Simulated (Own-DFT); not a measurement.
# How strain changes the stress of wurtzite GaN, 72 atoms (Ga36N36)

These are calculations, not measurements. The program, named Own-DFT, is a retired in-house plane-wave density functional code that no person has reviewed. Each row is one single-point run on a periodic cell that was not relaxed, without spin or spin-orbit coupling.

Settings of every run: PBE; PseudoDojo norm-conserving scalar-relativistic files; cutoff 42 hartree; 4 x 4 x 3 k mesh centred on Gamma; Fermi-Dirac smearing of 0.1 eV.

Known limits: forces not confirmed at this smearing and k mesh; stress not checked against mesh or cutoff.

Unstrained cell vectors in Å: (9.567, 0.000, 0.000); (-4.783, 8.285, 0.000); (0.000, 0.000, 10.370). The unstrained cell has measured lattice constants (interpolated for alloys), not those of this functional. That, the random moves and any unrelaxed bonds set the pressure at no strain. Each run strains this cell uniformly, with the atoms carried along. Every atom was also moved at random, by a Gaussian of width 0.05 Å on each axis. Strain is the symmetric tensor, in per cent. Stress is positive in tension, and the pressure is minus a third of its trace.

| run | e_xx (%) | e_yy (%) | e_zz (%) | s_xx (GPa) | s_yy (GPa) | s_zz (GPa) | P (GPa) | E (meV/atom) |
|---|---|---|---|---|---|---|---|---|
| 1 | 0.50 | 0.50 | 0.00 | -3.33 | -6.44 | -7.64 | 5.80 | 13.2 |
| 2 | -0.75 | -0.75 | 0.00 | -11.05 | -10.99 | -10.91 | 10.98 | 25.7 |
| 3 | -1.00 | -1.00 | 0.00 | -13.22 | -12.26 | -8.82 | 11.43 | 11.4 |
| 4 | -2.75 | -2.75 | 0.00 | -26.20 | -22.45 | -12.93 | 20.52 | 74.1 |
| 5 | -0.50 | -0.50 | 0.00 | -8.78 | -12.15 | -7.88 | 9.60 | 15.9 |
| 6 | -0.25 | -0.25 | 0.00 | -7.21 | -9.19 | -9.76 | 8.72 | 14.8 |
| 7 | 1.50 | 1.50 | 0.00 | -0.16 | -1.02 | -5.30 | 2.16 | 8.3 |
| 8 | 0.25 | 0.25 | 0.00 | -5.30 | -6.77 | -7.22 | 6.43 | 0.0 |
| 9 | -1.75 | -1.75 | 0.00 | ? | ? | ? | ? | ? |

E is the free energy for each atom above the lowest run shown.

## Worked fit

The change of volume is close to e_xx + e_yy + e_zz. A straight line through the runs shown gives P = 7.86 - 217 x (fractional change of volume) GPa, with an error of 10 on the slope and a scatter of 0.64 GPa. The strain isn't the same on all axes and the cell isn't cubic, so the slope belongs to this path and is not the bulk modulus.

## Withheld run

Question: what pressure should run 9 give? Its volume changes by -3.47 %.

The line gives 15.4 GPa. The calculation gave 15.54 GPa.
